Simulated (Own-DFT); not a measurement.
# Computed records: InAs (zincblende, strongly disordered by large displacements)

All values are calculated (Own-DFT development build). A calculation, not a measurement: plane-wave PBE density functional theory by an unreviewed code, no spin, of a simulated periodic cell, stress positive in tension, free energy of the whole cell less one offset for each atom, forces on such cells passed a denser k mesh, this cell's mesh not checked; broken bonds can close the gap or carry spin, so checks made on this kind of crystal may not hold here; offsets are fitted by least squares, one for each functional and potential file, so energies compare only between cells with the same atoms and settings and are not formation energies; the far tail of each file's local potential was reset to the Coulomb form; each entry is a single point on an unrelaxed cell, so the pressure reflects the starting lattice, mostly measured values (interpolated for alloys), from which strain is counted, and rises with the displacements; printed positions are rounded, which can move forces by about a meV/angstrom; the program, named Own-DFT, is a retired in-house code; no spin-orbit coupling.

```cif
# cell vector a (Å): 12.1166 0.0000 0.0000
# cell vector b (Å): 0.0000 12.1166 0.0000
# cell vector c (Å): 0.0000 0.0000 12.1166
data_InAs
_symmetry_space_group_name_H-M 'P 1'
_symmetry_Int_Tables_number 1
_cell_length_a 12.1166
_cell_length_b 12.1166
_cell_length_c 12.1166
_cell_angle_alpha 90.000
_cell_angle_beta 90.000
_cell_angle_gamma 90.000
_cell_volume 1778.86
loop_
_atom_site_label
_atom_site_type_symbol
_atom_site_fract_x
_atom_site_fract_y
_atom_site_fract_z
_atom_site_occupancy
In1 In 0.95451 0.99074 0.02271 1
In2 In 0.99752 0.27830 0.26991 1
In3 In 0.24362 0.00893 0.23674 1
In4 In 0.24552 0.29474 0.99949 1
As1 As 0.09191 0.08586 0.11984 1
As2 As 0.08143 0.36740 0.39773 1
As3 As 0.37309 0.09492 0.35684 1
As4 As 0.38098 0.36974 0.17549 1
In5 In 0.01424 0.00919 0.53259 1
In6 In 0.92844 0.22847 0.77060 1
In7 In 0.23410 0.00468 0.74723 1
In8 In 0.25948 0.28338 0.51348 1
As5 As 0.13743 0.16175 0.67903 1
As6 As 0.15062 0.36439 0.85809 1
As7 As 0.32573 0.13425 0.87633 1
As8 As 0.39330 0.41021 0.60181 1
In9 In 0.98150 0.49556 0.00594 1
In10 In 0.00531 0.73540 0.23846 1
In11 In 0.22539 0.54002 0.28569 1
In12 In 0.21317 0.75242 0.00807 1
As9 As 0.10217 0.66091 0.11202 1
As10 As 0.10354 0.90402 0.42095 1
As11 As 0.40953 0.63145 0.38495 1
As12 As 0.34361 0.89970 0.10819 1
In13 In 0.99355 0.49163 0.54651 1
In14 In 0.98405 0.74966 0.74383 1
In15 In 0.26677 0.51658 0.74841 1
In16 In 0.25391 0.76078 0.50449 1
As13 As 0.14089 0.62329 0.68307 1
As14 As 0.17110 0.86983 0.88533 1
As15 As 0.35983 0.64704 0.85968 1
As16 As 0.39515 0.89047 0.65293 1
In17 In 0.49487 0.02529 0.98701 1
In18 In 0.49502 0.23787 0.24535 1
In19 In 0.69424 0.96319 0.19542 1
In20 In 0.76358 0.27114 0.97496 1
As17 As 0.65624 0.20369 0.14593 1
As18 As 0.59881 0.40011 0.40393 1
As19 As 0.93566 0.17201 0.42082 1
As20 As 0.85433 0.34259 0.10973 1
In21 In 0.48552 0.01897 0.56097 1
In22 In 0.46313 0.26904 0.75142 1
In23 In 0.77648 0.00924 0.76373 1
In24 In 0.74130 0.24112 0.49669 1
As21 As 0.61227 0.14067 0.56570 1
As22 As 0.63524 0.42062 0.84770 1
As23 As 0.93945 0.12906 0.91722 1
As24 As 0.85642 0.38054 0.61397 1
In25 In 0.53485 0.49103 0.02758 1
In26 In 0.49681 0.76215 0.21578 1
In27 In 0.81180 0.49558 0.27131 1
In28 In 0.76259 0.74136 0.00807 1
As25 As 0.61751 0.61686 0.14932 1
As26 As 0.61688 0.83141 0.34823 1
As27 As 0.82768 0.63869 0.37161 1
As28 As 0.87948 0.85583 0.20431 1
In29 In 0.49776 0.50876 0.49752 1
In30 In 0.50915 0.74428 0.72689 1
In31 In 0.78019 0.49762 0.72144 1
In32 In 0.73770 0.68844 0.51628 1
As29 As 0.65299 0.58444 0.63321 1
As30 As 0.66450 0.85704 0.91589 1
As31 As 0.92499 0.61578 0.84426 1
As32 As 0.86755 0.87426 0.69310 1
_calc_functional 'PBE'
_calc_potential_files 'PseudoDojo norm-conserving, scalar-relativistic, standard set'
_calc_wave_cutoff 42  # hartree
_calc_occupations 'Fermi-Dirac'
_calc_smearing_width 0.1  # eV
_calc_hardware 'one NVIDIA H200'
_calc_k_mesh '3 x 3 x 3 centred on Gamma'
_calc_free_energy_of_cell_above_offsets '36.514'  # eV
_calc_pressure 15.6  # GPa
_calc_stress_xx -13.8  # GPa
_calc_stress_yy -17.54  # GPa
_calc_stress_zz -15.48  # GPa
_calc_stress_yz 2.3  # GPa
_calc_stress_xz 0.67  # GPa
_calc_stress_xy 2.06  # GPa
_calc_wall_time 1218  # s
```

Force:
```tsv
element	x (eV/Å)	y (eV/Å)	z (eV/Å)
In	-0.911	-9.043	4.003
In	-2.432	-3.644	-8.533
In	-2.497	-0.101	1.282
In	2.591	-1.742	5.015
As	1.999	3.591	1.48
As	4.899	4.29	4.76
As	1.494	1.695	2.705
As	-3.325	3.784	-3.017
In	-3.39	3.708	5.311
In	0.403	4.201	-6.516
In	0.67	-2.03	-0.535
In	-0.971	-2.048	-1.149
As	-1.47	1.804	-1.821
As	-3.673	2.118	-3.244
As	2.539	0.929	0.9
As	-4.439	-3.483	5.387
In	1.137	-0.786	0.043
In	0.521	-0.665	7.652
In	0.155	-0.97	0.071
In	6.773	-1.523	0.989
As	0.451	-8.241	-0.754
As	4.356	-5.22	-5.447
As	-3.154	3.62	-2.403
As	2.36	-2.215	-1.088
In	3.18	3.315	-1.248
In	6.927	1.974	-1.2
In	3.991	-6.145	1.666
In	0.075	-0.183	0.394
As	-5.043	4.235	-5.23
As	-4.252	4.748	-5.336
As	2.142	1.227	2.305
As	-3.8	-2.685	1.249
In	0.321	-0.188	0.114
In	-0.053	-1.943	3.511
In	-0.485	1.258	-0.089
In	-4.486	-2.56	-6.759
As	2.233	-2.656	-0.953
As	6.062	-6.298	-5.911
As	-1.796	-1.285	1.954
As	4.571	4.26	6.573
In	-2.245	-1.301	-4.093
In	0.979	-0.198	0.314
In	-4.338	5.32	3.14
In	4.391	3.993	-3.529
As	0.1	0.865	4.365
As	-1.297	-2.217	1.192
As	-0.842	2.775	0.773
As	1.187	-7.878	-2.402
In	-2.106	-1.58	-1.501
In	-3.593	0.312	-1.601
In	-2.337	-6.684	-4.352
In	4.18	-5.13	4.118
As	3.033	0.12	0.54
As	1.893	1.939	3.247
As	5.874	4.299	-1.348
As	-5.056	5.176	-2.83
In	1.286	5.982	1.78
In	1.577	-1.449	1.819
In	2.408	2.153	8.662
In	-0.202	6.925	0.689
As	-9.376	1.497	1.267
As	-4.909	5.769	-4.505
As	-3.934	-5.102	4.74
As	-0.347	-0.69	-6.616
```
